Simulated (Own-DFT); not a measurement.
Si3N4 (beta silicon nitride, atoms displaced) (calculated)

All values are calculated (Own-DFT development build). A calculation, not a measurement: plane-wave PBE density functional theory by an unreviewed code, no spin, of a simulated periodic cell, stress positive in tension, free energy of the whole cell less one offset for each atom, forces on such cells passed a denser k mesh, this cell's mesh not checked; offsets are fitted by least squares, one for each functional and potential file, so energies compare only between cells with the same atoms and settings and are not formation energies; the far tail of each file's local potential was reset to the Coulomb form; each entry is a single point on an unrelaxed cell, so the pressure reflects the starting lattice, mostly measured values (interpolated for alloys), from which strain is counted, and rises with the displacements; printed positions are rounded, which can move forces by about a meV/angstrom; the program, named Own-DFT, is a retired in-house code; no spin-orbit coupling.

Settings shared by all entries: functional PBE; potential files PseudoDojo norm-conserving, scalar-relativistic, standard set; wave cutoff 42 hartree; occupations Fermi-Dirac; smearing width 0.1 eV; k mesh 3 x 3 x 3 centred on Gamma.

(1) Si3N4 (beta silicon nitride, atoms displaced)

```cif
# cell vector a (Å): 7.6060 0.0000 0.0000
# cell vector b (Å): -3.8030 6.5870 0.0000
# cell vector c (Å): 0.0000 0.0000 8.7270
data_Si3N4
_symmetry_space_group_name_H-M 'P 1'
_symmetry_Int_Tables_number 1
_cell_length_a 7.6060
_cell_length_b 7.6060
_cell_length_c 8.7270
_cell_angle_alpha 90.000
_cell_angle_beta 90.000
_cell_angle_gamma 120.000
_cell_volume 437.23
loop_
_atom_site_label
_atom_site_type_symbol
_atom_site_fract_x
_atom_site_fract_y
_atom_site_fract_z
_atom_site_occupancy
Si1 Si 0.17445 0.76923 0.08508 1
Si2 Si 0.23076 0.40609 0.08408 1
Si3 Si 0.59882 0.82654 0.08326 1
Si4 Si 0.82736 0.23297 0.24904 1
Si5 Si 0.76774 0.59341 0.24958 1
Si6 Si 0.40708 0.17492 0.24883 1
N1 N 0.33918 0.02766 0.08265 1
N2 N 0.97166 0.30193 0.08280 1
N3 N 0.69830 0.66873 0.07815 1
N4 N 0.66586 0.96964 0.24887 1
N5 N 0.03324 0.70225 0.24855 1
N6 N 0.29913 0.33092 0.25002 1
N7 N 0.32784 0.66226 0.08127 1
N8 N 0.66724 0.33405 0.24867 1
Si7 Si 0.17345 0.77213 0.41823 1
Si8 Si 0.22906 0.40829 0.41910 1
Si9 Si 0.59143 0.81816 0.41961 1
Si10 Si 0.82749 0.22998 0.58340 1
Si11 Si 0.77153 0.59712 0.58248 1
Si12 Si 0.40422 0.17144 0.58545 1
N9 N 0.33269 0.02760 0.41280 1
N10 N 0.96306 0.29499 0.41817 1
N11 N 0.70370 0.66967 0.41349 1
N12 N 0.66646 0.96739 0.58211 1
N13 N 0.03185 0.70677 0.58481 1
N14 N 0.30502 0.33352 0.58224 1
N15 N 0.33081 0.66274 0.42061 1
N16 N 0.66924 0.33209 0.58228 1
Si13 Si 0.17393 0.76738 0.75070 1
Si14 Si 0.22309 0.39921 0.74664 1
Si15 Si 0.59819 0.82686 0.74956 1
Si16 Si 0.82629 0.23065 0.91468 1
Si17 Si 0.76736 0.59204 0.91978 1
Si18 Si 0.40282 0.17545 0.91579 1
N17 N 0.33268 0.03420 0.74935 1
N18 N 0.96957 0.30270 0.75046 1
N19 N 0.69768 0.66552 0.74787 1
N20 N 0.66254 0.96490 0.91579 1
N21 N 0.03177 0.69954 0.91962 1
N22 N 0.29800 0.32932 0.91794 1
N23 N 0.33421 0.66742 0.74962 1
N24 N 0.66333 0.33331 0.91993 1
```

```
free energy of cell above offsets : -7.495 eV
pressure                          : 5.45 GPa
stress xx                         : -5.21 GPa
stress yy                         : -5 GPa
stress zz                         : -6.15 GPa
stress yz                         : -0.19 GPa
stress xz                         : 1.04 GPa
stress xy                         : 0.08 GPa
```

Force:
```csv
element,x (eV/Å),y (eV/Å),z (eV/Å)
Si,0.866,-0.082,-0.508
Si,0.271,0.175,-0.181
Si,-1.871,-0.617,0.036
Si,-0.596,-0.542,-0.123
Si,0.535,-0.041,-0.959
Si,0.014,-0.041,-0.251
N,-0.706,0.669,-0.084
N,-0.611,-0.617,-0.187
N,0.208,0.099,1.781
N,0.468,-0.364,0.684
N,-0.956,-0.389,0.877
N,0.11,-0.229,0.471
N,1.159,1.04,0.328
N,0.09,0.166,0.073
Si,0.696,-0.695,-0.549
Si,0.394,-1.137,-0.794
Si,-0.45,1.027,-1.183
Si,-1.309,-0.394,0.002
Si,-0.095,-1.164,0.123
Si,0.783,0.756,-1.392
N,-0.241,0.941,1.081
N,1.428,0.736,-0.404
N,-0.381,0.241,0.711
N,0.448,0.297,0.365
N,0,-0.117,-0.246
N,-0.492,-0.417,0.088
N,-0.574,0.893,-0.15
N,-0.503,0.305,0.115
Si,0.507,0.429,0.601
Si,1.774,1.792,1.067
Si,-0.775,-1.074,-0.101
Si,-1.168,-0.182,1.11
Si,0.477,-0.009,-1.644
Si,0.638,-0.229,0.612
N,-0.29,-1.211,0.433
N,-0.474,-0.649,-0.472
N,0.193,0.35,0.587
N,0.684,1.425,-0.085
N,-0.68,-0.059,-0.693
N,-0.487,-0.091,-0.685
N,-0.049,-0.652,-0.144
N,0.971,-0.34,-0.309
```

(2) Si3N4 (beta silicon nitride, atoms displaced)

```cif
# cell vector a (Å): 7.6060 0.0000 0.0000
# cell vector b (Å): -3.8030 6.5870 0.0000
# cell vector c (Å): 0.0000 0.0000 8.7270
data_Si3N4
_symmetry_space_group_name_H-M 'P 1'
_symmetry_Int_Tables_number 1
_cell_length_a 7.6060
_cell_length_b 7.6060
_cell_length_c 8.7270
_cell_angle_alpha 90.000
_cell_angle_beta 90.000
_cell_angle_gamma 120.000
_cell_volume 437.23
loop_
_atom_site_label
_atom_site_type_symbol
_atom_site_fract_x
_atom_site_fract_y
_atom_site_fract_z
_atom_site_occupancy
Si1 Si 0.16966 0.76510 0.08579 1
Si2 Si 0.23066 0.40445 0.08304 1
Si3 Si 0.59696 0.82666 0.08587 1
Si4 Si 0.82483 0.22484 0.25227 1
Si5 Si 0.76751 0.59558 0.24524 1
Si6 Si 0.40255 0.17245 0.24995 1
N1 N 0.33199 0.03244 0.08540 1
N2 N 0.96535 0.30105 0.08366 1
N3 N 0.70373 0.66823 0.08396 1
N4 N 0.66488 0.96809 0.25013 1
N5 N 0.03060 0.69974 0.24810 1
N6 N 0.30048 0.33123 0.25253 1
N7 N 0.33772 0.66765 0.08256 1
N8 N 0.66794 0.33097 0.25530 1
Si7 Si 0.17398 0.77234 0.41931 1
Si8 Si 0.23346 0.40562 0.41349 1
Si9 Si 0.59807 0.82925 0.41728 1
Si10 Si 0.82795 0.23140 0.58230 1
Si11 Si 0.77315 0.59913 0.58327 1
Si12 Si 0.40251 0.16882 0.58270 1
N9 N 0.32729 0.02907 0.42097 1
N10 N 0.96763 0.30252 0.41404 1
N11 N 0.70067 0.66785 0.41572 1
N12 N 0.67102 0.96771 0.57876 1
N13 N 0.03118 0.69957 0.58069 1
N14 N 0.30202 0.33451 0.58384 1
N15 N 0.33190 0.66833 0.41480 1
N16 N 0.66468 0.32977 0.58121 1
Si13 Si 0.16874 0.76827 0.75139 1
Si14 Si 0.23177 0.40782 0.74807 1
Si15 Si 0.60081 0.82915 0.74806 1
Si16 Si 0.82417 0.23338 0.91442 1
Si17 Si 0.76895 0.59364 0.91588 1
Si18 Si 0.40885 0.17415 0.91349 1
N17 N 0.33207 0.03164 0.74792 1
N18 N 0.97428 0.30210 0.75218 1
N19 N 0.70159 0.67252 0.74944 1
N20 N 0.66199 0.96765 0.91737 1
N21 N 0.04115 0.70665 0.91765 1
N22 N 0.29948 0.33231 0.91350 1
N23 N 0.33254 0.66511 0.75419 1
N24 N 0.66964 0.33946 0.91293 1
```

```
free energy of cell above offsets : -7.227 eV
pressure                          : 5.57 GPa
stress xx                         : -3.52 GPa
stress yy                         : -4.76 GPa
stress zz                         : -8.43 GPa
stress yz                         : -0.59 GPa
stress xz                         : 0.65 GPa
stress xy                         : -0.05 GPa
```

Force:
```csv
element,x (eV/Å),y (eV/Å),z (eV/Å)
Si,2.162,0.971,-0.138
Si,-0.264,0.423,-0.342
Si,-0.549,-0.676,-0.843
Si,-1.084,1.215,-0.829
Si,1.202,-1.446,2.029
Si,1.043,0.611,0.658
N,-0.181,-0.512,-0.886
N,0.758,-0.047,-0.114
N,-1.086,0.885,-1.185
N,0.541,0.001,0.178
N,-0.545,0.075,1.062
N,0.241,-0.441,-1.239
N,-0.71,-0.406,0.307
N,-0.742,0.119,-0.564
Si,0.842,-1.001,-1.431
Si,-0.912,0.913,1.406
Si,-0.638,-1.954,-0.798
Si,-0.495,0.43,0.17
Si,-0.506,-1.739,-0.54
Si,-0.022,2.025,0.325
N,-0.189,0.154,-1.401
N,1.279,0.017,0.779
N,-0.378,0.648,-0.217
N,0.261,1.055,1.393
N,-0.432,0.012,1.299
N,0.4,-0.697,-0.673
N,0.505,0.085,0.164
N,0.196,0.75,0.391
Si,2.371,0.234,-0.86
Si,0.578,0.45,0.276
Si,-1.852,-0.815,0.424
Si,0.354,-0.391,0.646
Si,0.491,1.055,-0.092
Si,-0.802,0.399,0.829
N,-0.198,-0.83,0.461
N,-1.256,-0.756,-0.872
N,0.864,-0.08,0.179
N,0.618,1.025,-0.24
N,-2.741,-1.258,0.052
N,0.857,-0.74,0.762
N,-0.086,1.283,-0.597
N,0.106,-1.045,0.071
```

(3) Si3N4 (beta silicon nitride, atoms displaced)

```cif
# cell vector a (Å): 7.6060 0.0000 0.0000
# cell vector b (Å): -3.8030 6.5870 0.0000
# cell vector c (Å): 0.0000 0.0000 8.7270
data_Si3N4
_symmetry_space_group_name_H-M 'P 1'
_symmetry_Int_Tables_number 1
_cell_length_a 7.6060
_cell_length_b 7.6060
_cell_length_c 8.7270
_cell_angle_alpha 90.000
_cell_angle_beta 90.000
_cell_angle_gamma 120.000
_cell_volume 437.23
loop_
_atom_site_label
_atom_site_type_symbol
_atom_site_fract_x
_atom_site_fract_y
_atom_site_fract_z
_atom_site_occupancy
Si1 Si 0.17660 0.76956 0.08405 1
Si2 Si 0.22987 0.40252 0.08444 1
Si3 Si 0.59885 0.82746 0.08481 1
Si4 Si 0.82782 0.23133 0.24940 1
Si5 Si 0.77281 0.59854 0.25007 1
Si6 Si 0.40614 0.17524 0.24950 1
N1 N 0.33255 0.03140 0.07787 1
N2 N 0.96838 0.30339 0.08131 1
N3 N 0.69962 0.67109 0.08422 1
N4 N 0.66744 0.96293 0.24596 1
N5 N 0.03876 0.70584 0.25177 1
N6 N 0.30323 0.33370 0.24849 1
N7 N 0.33420 0.66838 0.08636 1
N8 N 0.66700 0.33221 0.24682 1
Si7 Si 0.16944 0.76384 0.41564 1
Si8 Si 0.23153 0.40222 0.41235 1
Si9 Si 0.59682 0.83097 0.41857 1
Si10 Si 0.82865 0.23014 0.58396 1
Si11 Si 0.77438 0.59743 0.58317 1
Si12 Si 0.40489 0.17562 0.57995 1
N9 N 0.33556 0.03190 0.41688 1
N10 N 0.96775 0.29535 0.41273 1
N11 N 0.70237 0.66567 0.41805 1
N12 N 0.66559 0.96349 0.58309 1
N13 N 0.02559 0.69909 0.58376 1
N14 N 0.30119 0.33407 0.58422 1
N15 N 0.33028 0.66073 0.41938 1
N16 N 0.66156 0.33305 0.58222 1
Si13 Si 0.17609 0.77058 0.74850 1
Si14 Si 0.22998 0.40106 0.75404 1
Si15 Si 0.59599 0.82853 0.74668 1
Si16 Si 0.82653 0.22771 0.91265 1
Si17 Si 0.77212 0.59449 0.91204 1
Si18 Si 0.40324 0.17471 0.91721 1
N17 N 0.32780 0.02696 0.74977 1
N18 N 0.96639 0.30507 0.74987 1
N19 N 0.69753 0.66634 0.75374 1
N20 N 0.66612 0.96798 0.91688 1
N21 N 0.03215 0.69989 0.91879 1
N22 N 0.30329 0.33092 0.92178 1
N23 N 0.33464 0.66457 0.75060 1
N24 N 0.66418 0.33519 0.91749 1
```

```
free energy of cell above offsets : -7.112 eV
pressure                          : 5.69 GPa
stress xx                         : -4.69 GPa
stress yy                         : -4.28 GPa
stress zz                         : -8.09 GPa
stress yz                         : -0.33 GPa
stress xz                         : -0.85 GPa
stress xy                         : -0.55 GPa
```

Force:
```csv
element,x (eV/Å),y (eV/Å),z (eV/Å)
Si,0.527,0.089,-0.452
Si,-0.558,1.587,-0.14
Si,-0.996,-1.405,-1.277
Si,-1.226,-0.65,-0.973
Si,0.08,-0.774,-0.409
Si,0.653,-0.23,-0.655
N,-0.298,-0.296,1.766
N,0.589,-0.311,0.044
N,1.133,-0.346,-0.476
N,0.209,2.113,1.947
N,-1.708,-0.771,-0.893
N,0.351,-0.8,0.111
N,0.472,-0.627,-0.177
N,0.252,0.533,0.261
Si,1.598,0.874,1.138
Si,-0.265,0.682,1.339
Si,-0.072,-2.532,-1.455
Si,-1.803,0.215,-0.878
Si,-1.872,-1.385,0.705
Si,-0.03,-0.067,1.154
N,-0.432,-1.023,-0.501
N,0.499,0.046,1.095
N,-1.161,1.226,-0.275
N,0.444,2.293,-0.007
N,1.74,0.782,-0.104
N,-0.104,-0.776,-0.214
N,0,1.106,-0.114
N,1.885,-0.016,0.065
Si,0.411,-1.019,0.746
Si,0.075,1.206,-0.541
Si,-0.201,-1.766,1.807
Si,-2.059,0.51,1.474
Si,-0.378,-0.225,1.95
Si,1.277,-0.017,-0.839
N,-0.135,1.275,-0.456
N,1.387,-0.082,-0.382
N,-0.208,0.788,-1.69
N,0.441,0.409,-0.589
N,-0.008,0.088,-0.694
N,-1.015,0.013,-1.039
N,-0.552,0.039,-0.042
N,1.058,-0.754,-0.329
```

(4) Si3N4 (beta silicon nitride, atoms displaced)

```cif
# cell vector a (Å): 7.6060 0.0000 0.0000
# cell vector b (Å): -3.8030 6.5870 0.0000
# cell vector c (Å): 0.0000 0.0000 8.7270
data_Si3N4
_symmetry_space_group_name_H-M 'P 1'
_symmetry_Int_Tables_number 1
_cell_length_a 7.6060
_cell_length_b 7.6060
_cell_length_c 8.7270
_cell_angle_alpha 90.000
_cell_angle_beta 90.000
_cell_angle_gamma 120.000
_cell_volume 437.23
loop_
_atom_site_label
_atom_site_type_symbol
_atom_site_fract_x
_atom_site_fract_y
_atom_site_fract_z
_atom_site_occupancy
Si1 Si 0.17036 0.76262 0.08135 1
Si2 Si 0.22991 0.40434 0.08153 1
Si3 Si 0.59683 0.82948 0.08498 1
Si4 Si 0.82515 0.22755 0.24850 1
Si5 Si 0.76980 0.59971 0.25200 1
Si6 Si 0.40928 0.18037 0.24952 1
N1 N 0.33201 0.03190 0.08804 1
N2 N 0.97380 0.30285 0.08439 1
N3 N 0.69546 0.66290 0.08165 1
N4 N 0.66693 0.96564 0.24862 1
N5 N 0.02944 0.69364 0.24985 1
N6 N 0.29808 0.33384 0.24958 1
N7 N 0.33285 0.65942 0.08777 1
N8 N 0.66923 0.33018 0.25198 1
Si7 Si 0.17374 0.77109 0.40997 1
Si8 Si 0.22857 0.40645 0.41487 1
Si9 Si 0.59865 0.82924 0.41328 1
Si10 Si 0.82204 0.22840 0.58565 1
Si11 Si 0.76687 0.59290 0.58625 1
Si12 Si 0.40583 0.17380 0.58135 1
N9 N 0.33086 0.03149 0.41641 1
N10 N 0.96550 0.30061 0.41640 1
N11 N 0.69697 0.66484 0.41374 1
N12 N 0.66761 0.96262 0.58146 1
N13 N 0.02772 0.69525 0.58428 1
N14 N 0.29973 0.33196 0.58227 1
N15 N 0.33563 0.66832 0.42208 1
N16 N 0.66696 0.33275 0.58599 1
Si13 Si 0.17770 0.77041 0.74944 1
Si14 Si 0.23235 0.40487 0.75140 1
Si15 Si 0.59386 0.82312 0.74949 1
Si16 Si 0.82842 0.23510 0.91242 1
Si17 Si 0.76435 0.59147 0.91910 1
Si18 Si 0.40356 0.17515 0.91555 1
N17 N 0.32846 0.02570 0.74956 1
N18 N 0.96998 0.30188 0.74597 1
N19 N 0.70130 0.67480 0.75060 1
N20 N 0.67144 0.96675 0.91458 1
N21 N 0.02590 0.69482 0.91668 1
N22 N 0.29890 0.33083 0.91640 1
N23 N 0.33551 0.66358 0.75459 1
N24 N 0.66196 0.32983 0.91870 1
```

```
free energy of cell above offsets : -7.409 eV
pressure                          : 5.42 GPa
stress xx                         : -5.03 GPa
stress yy                         : -5.08 GPa
stress zz                         : -6.14 GPa
stress yz                         : -1.39 GPa
stress xz                         : 0.19 GPa
stress xy                         : -0.06 GPa
```

Force:
```csv
element,x (eV/Å),y (eV/Å),z (eV/Å)
Si,0.945,0.623,0.443
Si,0.537,0.088,0.623
Si,-0.396,-1.707,-1.384
Si,-0.132,0.708,0.291
Si,0.773,-1.956,-1.008
Si,-0.167,-0.172,0.46
N,-0.306,-0.914,-1.386
N,-1.148,-0.861,-0.928
N,-0.484,0.905,1.075
N,0.416,1.173,0.034
N,-0.555,0.302,-0.773
N,0.85,-0.731,-0.067
N,-0.589,1.951,-0.392
N,-0.713,1.081,-0.166
Si,0.888,-0.614,2.242
Si,-0.136,0.427,0.582
Si,-0.664,-1.715,0.92
Si,0.153,-0.118,-1.252
Si,0.186,0.163,-0.563
Si,-0.296,0.174,0.487
N,-0.172,0.087,-0.49
N,0.454,-0.318,0.151
N,-0.296,0.672,1.258
N,0.114,1.434,0.345
N,0.382,0.637,-0.657
N,0.361,-0.461,0.17
N,-0.486,0.27,-0.539
N,-0.554,-0.302,0.09
Si,-0.229,-1.613,-0.113
Si,-0.205,0.242,-0.976
Si,-0.547,0.161,-0.007
Si,-0.293,-0.644,1.019
Si,0.263,-0.11,-1.022
Si,0.246,-0.96,0.647
N,-0.031,1.414,0.031
N,0.332,-0.058,0.874
N,1.083,-1.047,0.223
N,0.012,1.147,0.523
N,0.412,0.328,-0.303
N,0.345,-0.549,-0.098
N,-0.931,0.443,-0.071
N,0.579,0.425,-0.296
```

(5) Si3N4 (beta silicon nitride, atoms displaced)

```cif
# cell vector a (Å): 7.6060 0.0000 0.0000
# cell vector b (Å): -3.8030 6.5870 0.0000
# cell vector c (Å): 0.0000 0.0000 8.7270
data_Si3N4
_symmetry_space_group_name_H-M 'P 1'
_symmetry_Int_Tables_number 1
_cell_length_a 7.6060
_cell_length_b 7.6060
_cell_length_c 8.7270
_cell_angle_alpha 90.000
_cell_angle_beta 90.000
_cell_angle_gamma 120.000
_cell_volume 437.23
loop_
_atom_site_label
_atom_site_type_symbol
_atom_site_fract_x
_atom_site_fract_y
_atom_site_fract_z
_atom_site_occupancy
Si1 Si 0.17456 0.77202 0.08239 1
Si2 Si 0.22731 0.40261 0.08473 1
Si3 Si 0.59592 0.82669 0.08470 1
Si4 Si 0.82366 0.22541 0.24889 1
Si5 Si 0.76983 0.59712 0.24824 1
Si6 Si 0.40722 0.17498 0.25318 1
N1 N 0.33204 0.03147 0.08259 1
N2 N 0.97474 0.30616 0.08505 1
N3 N 0.69842 0.66359 0.08234 1
N4 N 0.66832 0.96478 0.25045 1
N5 N 0.02789 0.69475 0.25250 1
N6 N 0.30145 0.32986 0.25221 1
N7 N 0.33331 0.66265 0.08501 1
N8 N 0.66917 0.33580 0.25426 1
Si7 Si 0.17295 0.76748 0.41454 1
Si8 Si 0.23791 0.41169 0.42226 1
Si9 Si 0.59151 0.82816 0.41299 1
Si10 Si 0.83027 0.23361 0.58618 1
Si11 Si 0.76653 0.59080 0.58467 1
Si12 Si 0.40031 0.16848 0.58518 1
N9 N 0.33110 0.02980 0.41915 1
N10 N 0.97229 0.30332 0.41788 1
N11 N 0.69442 0.66285 0.41825 1
N12 N 0.67253 0.97515 0.57911 1
N13 N 0.02524 0.69482 0.58081 1
N14 N 0.30651 0.33757 0.58303 1
N15 N 0.33194 0.66646 0.41643 1
N16 N 0.66973 0.33055 0.58443 1
Si13 Si 0.17107 0.76397 0.75067 1
Si14 Si 0.22834 0.40134 0.75104 1
Si15 Si 0.60133 0.82909 0.75154 1
Si16 Si 0.82451 0.23045 0.91476 1
Si17 Si 0.77070 0.59807 0.91648 1
Si18 Si 0.40186 0.17072 0.91499 1
N17 N 0.32764 0.03003 0.75250 1
N18 N 0.96288 0.29434 0.75411 1
N19 N 0.69465 0.66530 0.75519 1
N20 N 0.66562 0.96681 0.91859 1
N21 N 0.03249 0.69809 0.91478 1
N22 N 0.30014 0.33360 0.91752 1
N23 N 0.33260 0.67011 0.74938 1
N24 N 0.66862 0.33109 0.91959 1
```

```
free energy of cell above offsets : -7.262 eV
pressure                          : 5.42 GPa
stress xx                         : -4.56 GPa
stress yy                         : -4.87 GPa
stress zz                         : -6.82 GPa
stress yz                         : 0.56 GPa
stress xz                         : -0.07 GPa
stress xy                         : 0.13 GPa
```

Force:
```csv
element,x (eV/Å),y (eV/Å),z (eV/Å)
Si,0.923,-1.088,0.551
Si,1.317,0.711,0.527
Si,-0.422,-1.635,-0.559
Si,-0.029,1.705,0.849
Si,-0.056,-1.065,1.129
Si,0.178,0.589,-0.499
N,-0.221,-0.125,0.598
N,-1.597,-1.471,-0.568
N,-0.678,1.186,0.161
N,0.142,1.082,-0.779
N,0.252,0.851,-1.272
N,-0.367,0.033,0.103
N,-0.493,1.115,0.001
N,0.193,-0.955,-0.339
Si,0.029,-0.28,0.793
Si,-0.756,-0.783,-1.921
Si,0.785,-1.271,1.809
Si,-0.618,0.029,-1.303
Si,-0.49,-0.503,-0.179
Si,1.163,1.416,0.027
N,-0.187,-0.554,-0.409
N,0.378,-0.261,-0.081
N,-0.647,0.894,-0.422
N,0.234,-1.255,1.001
N,0.688,0.721,0.745
N,0.393,-0.905,1.216
N,0.03,0.891,0.029
N,-1.483,-0.094,0.278
Si,0.237,0.512,-1.092
Si,-0.246,1.414,0.1
Si,-1.578,-0.478,-1.092
Si,-0.363,-0.125,1.966
Si,0.661,-1.688,0.436
Si,0.559,1.577,0.858
N,-0.341,-0.826,-0.755
N,1.935,0.74,-0.92
N,0.419,0.287,-1.331
N,0.466,0.822,0.033
N,-0.849,-0.022,0.727
N,0.542,-0.832,-0.106
N,1.044,-0.84,-0.074
N,-1.146,0.482,-0.236
```

(6) Si3N4 (beta silicon nitride, atoms displaced)

```cif
# cell vector a (Å): 7.6060 0.0000 0.0000
# cell vector b (Å): -3.8030 6.5870 0.0000
# cell vector c (Å): 0.0000 0.0000 8.7270
data_Si3N4
_symmetry_space_group_name_H-M 'P 1'
_symmetry_Int_Tables_number 1
_cell_length_a 7.6060
_cell_length_b 7.6060
_cell_length_c 8.7270
_cell_angle_alpha 90.000
_cell_angle_beta 90.000
_cell_angle_gamma 120.000
_cell_volume 437.23
loop_
_atom_site_label
_atom_site_type_symbol
_atom_site_fract_x
_atom_site_fract_y
_atom_site_fract_z
_atom_site_occupancy
Si1 Si 0.16962 0.76451 0.08423 1
Si2 Si 0.23253 0.40679 0.08256 1
Si3 Si 0.59786 0.82563 0.08310 1
Si4 Si 0.82575 0.22761 0.24901 1
Si5 Si 0.76754 0.59390 0.24978 1
Si6 Si 0.40739 0.17047 0.25043 1
N1 N 0.33069 0.02617 0.08177 1
N2 N 0.97069 0.30310 0.08495 1
N3 N 0.69313 0.65890 0.08547 1
N4 N 0.66344 0.96800 0.24930 1
N5 N 0.03016 0.69768 0.24704 1
N6 N 0.30106 0.33452 0.25247 1
N7 N 0.33832 0.66575 0.08383 1
N8 N 0.67008 0.33616 0.25276 1
Si7 Si 0.17237 0.76716 0.41542 1
Si8 Si 0.22982 0.40818 0.41380 1
Si9 Si 0.59749 0.82587 0.41497 1
Si10 Si 0.82251 0.22467 0.58567 1
Si11 Si 0.76831 0.59634 0.58489 1
Si12 Si 0.40352 0.17486 0.58088 1
N9 N 0.32942 0.02976 0.41714 1
N10 N 0.97209 0.30305 0.41975 1
N11 N 0.69808 0.65909 0.41674 1
N12 N 0.66898 0.96804 0.58161 1
N13 N 0.02957 0.70071 0.58068 1
N14 N 0.30337 0.33551 0.58687 1
N15 N 0.33820 0.67243 0.42174 1
N16 N 0.66812 0.33498 0.58706 1
Si13 Si 0.17471 0.76769 0.75249 1
Si14 Si 0.23209 0.40237 0.75168 1
Si15 Si 0.59761 0.82687 0.75492 1
Si16 Si 0.82515 0.22629 0.91815 1
Si17 Si 0.77284 0.59892 0.91673 1
Si18 Si 0.40127 0.16897 0.91945 1
N17 N 0.33160 0.02830 0.74782 1
N18 N 0.97118 0.30615 0.74986 1
N19 N 0.70178 0.66891 0.75037 1
N20 N 0.66808 0.97075 0.91765 1
N21 N 0.03732 0.70398 0.91331 1
N22 N 0.29876 0.32666 0.91529 1
N23 N 0.33457 0.66511 0.75370 1
N24 N 0.66721 0.33789 0.91412 1
```

```
free energy of cell above offsets : -7.322 eV
pressure                          : 5.33 GPa
stress xx                         : -3.29 GPa
stress yy                         : -5.72 GPa
stress zz                         : -6.98 GPa
stress yz                         : 0.4 GPa
stress xz                         : 0.94 GPa
stress xy                         : -0.48 GPa
```

Force:
```csv
element,x (eV/Å),y (eV/Å),z (eV/Å)
Si,1.78,0.099,-0.726
Si,0.508,-0.116,0.165
Si,-0.592,-0.776,0.217
Si,-0.437,1.109,1.087
Si,0.699,-0.811,0.391
Si,-0.355,1.119,-0.057
N,-0.199,0.038,1.038
N,0.184,-0.39,-0.422
N,-0.296,1.36,-0.793
N,0.694,0.292,-0.152
N,-0.45,0.051,0.655
N,0.92,-1.008,-1.032
N,-1.151,0.395,-0.007
N,0.037,-1.275,-0.304
Si,0.526,0.052,0.432
Si,0.669,0.571,1.696
Si,0.016,-0.881,0.651
Si,-0.44,1.714,-0.262
Si,0.991,-1.166,-0.196
Si,0.7,0.595,0.97
N,-0.175,-0.165,-0.536
N,-0.706,-0.799,-0.771
N,-1.498,1.7,-0.226
N,0.402,-0.505,0.743
N,0.127,0.215,0.798
N,-0.002,-0.429,-1.394
N,-0.453,-0.767,-0.529
N,-0.138,-0.696,-0.291
Si,1.028,0.11,-2.169
Si,-0.589,0.902,-0.315
Si,-0.848,-0.909,-1.678
Si,-0.937,2.206,-0.584
Si,0.404,-1.154,-0.098
Si,0.987,1.07,-1.56
N,-0.187,0.279,0.467
N,0.038,-0.809,0.601
N,-0.585,0.955,0.542
N,0.51,-0.377,0.482
N,-1.671,-0.65,1.608
N,-0.256,-0.186,0.995
N,0.161,0.229,0.058
N,0.582,-1.192,0.504
```
